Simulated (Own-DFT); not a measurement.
## Calculated data, InAs (zincblende, strongly disordered by large displacements)

Computed with Own-DFT development build. A calculation, not a measurement: plane-wave PBE density functional theory by an unreviewed code, no spin, of a simulated periodic cell, stress positive in tension, free energy of the whole cell less one offset for each atom, forces on such cells passed a denser k mesh, this cell's mesh not checked; broken bonds can close the gap or carry spin, so checks made on this kind of crystal may not hold here; offsets are fitted by least squares, one for each functional and potential file, so energies compare only between cells with the same atoms and settings and are not formation energies; the far tail of each file's local potential was reset to the Coulomb form; each entry is a single point on an unrelaxed cell, so the pressure reflects the starting lattice, mostly measured values (interpolated for alloys), from which strain is counted, and rises with the displacements; printed positions are rounded, which can move forces by about a meV/angstrom; the program, named Own-DFT, is a retired in-house code; no spin-orbit coupling.

### InAs (zincblende, strongly disordered by large displacements)

```
InAs
1.0
     12.1166     0.0000     0.0000
      0.0000    12.1166     0.0000
      0.0000     0.0000    12.1166
In As In As In As In As In As In As In As In As
4 4 4 4 4 4 4 4 4 4 4 4 4 4 4 4
Direct
  0.00933 0.96788 0.00365
  0.99175 0.23210 0.23840
  0.28275 0.00392 0.24230
  0.24834 0.21811 0.98273
  0.16251 0.07248 0.05631
  0.12339 0.37414 0.35796
  0.34293 0.19164 0.34224
  0.36922 0.39979 0.16028
  0.98547 0.00114 0.51771
  0.02185 0.23143 0.77372
  0.24883 0.01401 0.74602
  0.19414 0.24274 0.51201
  0.08660 0.11871 0.63860
  0.13926 0.39080 0.92517
  0.39055 0.14394 0.89028
  0.41360 0.36684 0.58765
  0.06710 0.54818 0.99713
  0.98596 0.71958 0.29365
  0.21480 0.54064 0.24957
  0.20900 0.74495 0.97235
  0.10462 0.65167 0.14621
  0.08243 0.89811 0.34709
  0.35790 0.59619 0.35521
  0.36327 0.88399 0.12278
  0.95972 0.52882 0.50273
  0.03593 0.74073 0.72231
  0.25596 0.45712 0.79503
  0.31203 0.79807 0.48694
  0.10421 0.63416 0.58227
  0.14019 0.90139 0.88700
  0.34029 0.60362 0.88244
  0.40950 0.87426 0.62412
  0.48056 0.98813 0.94069
  0.53002 0.28383 0.27508
  0.73880 0.04698 0.21231
  0.73255 0.22504 0.02487
  0.58340 0.15683 0.13898
  0.65536 0.41352 0.34250
  0.86514 0.10772 0.42120
  0.93394 0.37046 0.12584
  0.52379 0.97076 0.51108
  0.47960 0.21895 0.74332
  0.75094 0.98545 0.77725
  0.73558 0.22075 0.50155
  0.63897 0.11281 0.67148
  0.58757 0.38995 0.87736
  0.86377 0.10381 0.86506
  0.85803 0.40095 0.64836
  0.47847 0.47822 0.02964
  0.50971 0.74642 0.24296
  0.77091 0.53297 0.25572
  0.73491 0.72705 0.99801
  0.61431 0.63838 0.11091
  0.61701 0.87997 0.36727
  0.87481 0.67889 0.43517
  0.85221 0.83589 0.16284
  0.48015 0.50262 0.47682
  0.47234 0.76493 0.81837
  0.71064 0.51605 0.78564
  0.71498 0.74830 0.50437
  0.63170 0.60070 0.58136
  0.60664 0.88917 0.84609
  0.85454 0.58962 0.91273
  0.87037 0.85642 0.57311
```

- functional: PBE
- potential files: PseudoDojo norm-conserving, scalar-relativistic, standard set
- wave cutoff: 42 hartree
- occupations: Fermi-Dirac
- smearing width: 0.1 eV
- hardware: one NVIDIA H200
- k mesh: 3 x 3 x 3 centred on Gamma
- free energy of cell above offsets: 23.114 eV
- pressure: 12.8 GPa
- stress xx: -13.31 GPa
- stress yy: -13.49 GPa
- stress zz: -11.58 GPa
- stress yz: 0.13 GPa
- stress xz: 3.07 GPa
- stress xy: -1.4 GPa
- wall time: 1331 s

Force:
```
element  x (eV/Å)  y (eV/Å)  z (eV/Å)
     In    -7.268     0.066     2.303
     In     1.253    -2.988     3.078
     In    -2.315     2.725      2.98
     In    -1.168     5.607     1.701
     As    -0.189    -1.403      3.88
     As     -1.23     0.087     0.522
     As    -0.475    -0.887     0.715
     As    -2.747    -2.373     2.103
     In      3.09    -2.154    -0.767
     In     -2.67     3.949      3.08
     In     1.198     -0.01    -0.777
     In     2.002     1.225    -0.852
     As     2.978    -1.601    -1.087
     As    -1.749    -5.491     0.191
     As    -0.626     -0.01    -1.087
     As    -3.262    -3.996     3.624
     In    -4.119     0.143    -2.215
     In     1.692     1.686    -2.625
     In    -0.294    -4.215    -0.089
     In     2.105    -1.477     1.952
     As     -0.49     4.402     0.539
     As     2.346      1.35     0.291
     As     2.634      4.28     1.401
     As     2.521    -3.643    -3.356
     In     0.794    -6.435     1.206
     In    -1.757     2.254     2.886
     In     1.631     -0.87    -6.458
     In    -4.062    -3.121    -4.416
     As     4.771    -0.815    -0.929
     As     0.844    -0.356    -4.712
     As     2.616      3.05     1.773
     As    -1.093     0.076     6.664
     In    -1.315    -1.113     5.117
     In    -2.712     0.342     0.872
     In     1.618    -2.376     1.787
     In     2.218       2.2    -2.133
     As    -1.414    -2.829    -2.064
     As    -1.073    -1.629     4.292
     As    -0.549     1.094    -5.741
     As    -2.722     2.936    -2.907
     In     1.553     4.351    -0.216
     In      1.83     3.569    -3.148
     In     2.431    -2.062     -3.63
     In     -1.86      3.64     2.124
     As    -0.844     0.706    -3.275
     As     -0.41    -2.559     0.472
     As     3.001     2.781     3.664
     As    -0.061    -1.282    -0.054
     In     1.956     2.318    -2.288
     In    -2.212      0.77     0.631
     In     2.991     2.345    -2.486
     In     2.295     3.461    -1.489
     As    -1.845     -3.35     1.712
     As     1.583    -0.055    -2.369
     As    -1.535     0.304    -0.994
     As    -0.169     2.011    -1.627
     In     2.684      1.43    -1.295
     In      -3.4    -4.124    -1.676
     In     0.811     0.445    -2.448
     In    -3.588     3.931     -0.54
     As    -1.519     -2.84      3.52
     As     3.532    -2.232     1.139
     As     2.145      -0.1    -0.277
     As    -0.382    -1.141     3.809
```
